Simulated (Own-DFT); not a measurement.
# Which way do the neighbours of a vacancy move? 2H SiC, 71 atoms (C35Si36), with one C vacancy

These are calculations, not measurements. The program, named Own-DFT, is a retired in-house plane-wave density functional code that no person has reviewed. Each row is one single-point run on a periodic cell that was not relaxed, without spin or spin-orbit coupling.

Settings of every run: PBE; PseudoDojo norm-conserving scalar-relativistic files; cutoff 42 hartree; 4 x 4 x 3 k mesh centred on Gamma; Fermi-Dirac smearing of 0.1 eV.

Known limits: not probed for a lower state with spin; forces on such cells moved up to 12 meV/angstrom on a denser k mesh; stress not checked against mesh or cutoff.

Cell vectors in Å: (9.248, 0.000, 0.000); (-4.624, 8.009, 0.000); (0.000, 0.000, 10.068). Every atom was also moved at random, by a Gaussian of width 0.03 Å on each axis. The defect's site can differ from row to row. The empty site has 4 nearest neighbours, all Si. For each, d is its distance from the empty site and R the part of its force along the line away from it, positive outwards. The last column is the rms force component on atoms over 4.5 Å away.

| run | d1 (Å) | d2 (Å) | d3 (Å) | d4 (Å) | R1 (eV/Å) | R2 (eV/Å) | R3 (eV/Å) | R4 (eV/Å) | far F (eV/Å) |
|---|---|---|---|---|---|---|---|---|---|
| 1 | 1.867 | 1.869 | 1.872 | 1.897 | -0.07 | -0.22 | -0.70 | -0.81 | 0.98 |
| 2 | 1.858 | 1.881 | 1.912 | 1.915 | -0.15 | -0.44 | -0.60 | -0.68 | 0.90 |
| 3 | 1.816 | 1.842 | 1.869 | 1.893 | 0.49 | 0.11 | -0.22 | -0.13 | 0.66 |
| 4 | 1.865 | 1.870 | 1.941 | 1.985 | -0.71 | -0.23 | -1.02 | -1.12 | 0.85 |
| 5 | 1.828 | 1.854 | 1.880 | 1.913 | 0.40 | 0.28 | -0.06 | -0.56 | 0.96 |
| 6 | 1.855 | 1.876 | 1.905 | 1.927 | -0.18 | -0.25 | -0.83 | -0.80 | 0.85 |
| 7 | 1.895 | 1.908 | 1.916 | 1.978 | -0.58 | -1.07 | -0.87 | -0.77 | 0.98 |
| 8 | 1.817 | 1.865 | 1.911 | 1.914 | 0.41 | 0.02 | -0.46 | -0.67 | 0.72 |
| 9 | 1.824 | 1.845 | 1.906 | 1.925 | ? | ? | ? | ? | ? |

## Worked fit

A straight line through the 32 neighbours shown gives R = -0.39 - 9.5 (d - 1.887) eV/Å, with a scatter of 0.24 left by the moves of the other atoms. The slope, with an error of 1.1, is the pull back towards the neighbour's own site. The constant, -0.39 ± 0.04 eV/Å, is the force at the mean distance: with one bond gone, the neighbours are pushed inwards, towards the empty site. It shows how a relaxation would start, not where it would end, and it depends somewhat on the width of the random moves.

## Withheld run

Question: what mean R should the neighbours of run 9 feel? Their mean d is 1.875 Å.

The line gives -0.27 ± 0.14 eV/Å, by the scatter of the means of the runs shown. The calculation gave R = 0.10, -0.43, -0.69, -0.58, a mean of -0.40 eV/Å.
